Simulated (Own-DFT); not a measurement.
# Stretching a layer in its plane: grey tin, 64 atoms (Sn64)

No measurement is shown. These are fixed-geometry runs of a retired plane-wave code named Own-DFT, which no person has reviewed; spin and spin-orbit coupling are neglected.

Common settings: PBE; PseudoDojo norm-conserving scalar-relativistic files; cutoff 42 hartree; 3 x 3 x 3 k mesh centred on Gamma; cold (Marzari-Vanderbilt) smearing of 0.2 eV.

Limits: forces on such cells moved up to 12 meV/angstrom on a denser k mesh; stress not checked against mesh or cutoff.

Unstrained cell vectors in Å: (12.978, 0.000, 0.000); (0.000, 12.978, 0.000); (0.000, 0.000, 12.978). The unstrained cell has measured lattice constants (interpolated for alloys), not those of this functional. That, the random moves and any unrelaxed bonds set the pressure at no strain. Each run strains x and y alike by e, as a substrate would, and holds the height along z. All atoms carry random offsets, Gaussian with a width of 0.05 Å per axis. Stress is positive in tension.

| e (%) | u (Å) | (s_xx + s_yy)/2 (GPa) | s_zz (GPa) |
|---|---|---|---|
| -2.50 | 0.051 | -6.77 | -6.09 |
| -2.50 | 0.051 | -6.79 | -6.09 |
| -2.00 | 0.049 | -6.10 | -5.51 |
| -2.00 | 0.053 | -6.15 | -5.53 |
| -1.50 | 0.052 | -5.50 | -5.04 |
| -1.50 | 0.053 | -5.50 | -5.10 |
| -1.00 | 0.050 | -4.80 | -4.46 |
| -1.00 | 0.051 | -4.81 | -4.51 |
| -0.50 | 0.048 | -4.13 | -3.97 |
| -0.50 | 0.048 | -4.23 | -4.05 |
| 0.25 | 0.049 | ? | ? |
| 0.75 | 0.052 | -2.88 | -3.07 |
| 0.75 | 0.046 | -2.75 | -2.99 |

## Working it out

With e as a fraction, the in-plane stress is -3.6 + 114 e - 518 e² GPa (errors 3 and 131, scatter 0.05), and s_zz is -3.6 + 84 e - 643 e² GPa (slope ± 3, scatter 0.05). At e = 0 the first slope is C11 + C12 and the second 2 C12, both with the ions held to the strained lattice and at the cell's own pressure. The term in e² is negative: the layer stiffens under compression and softens under tension. A free layer would change its height as e changes, and the in-plane slope would drop by 2 C12²/C11 to the biaxial modulus. At fixed height, a misfit of 1 % moves the in-plane stress by about 1.1 GPa and s_zz by 0.8 GPa.

## Prediction

Q: what are the two stresses at e = 0.25 %?

The fit gives -3.3 and -3.4 GPa. The run itself gave -3.28 and -3.37 GPa.
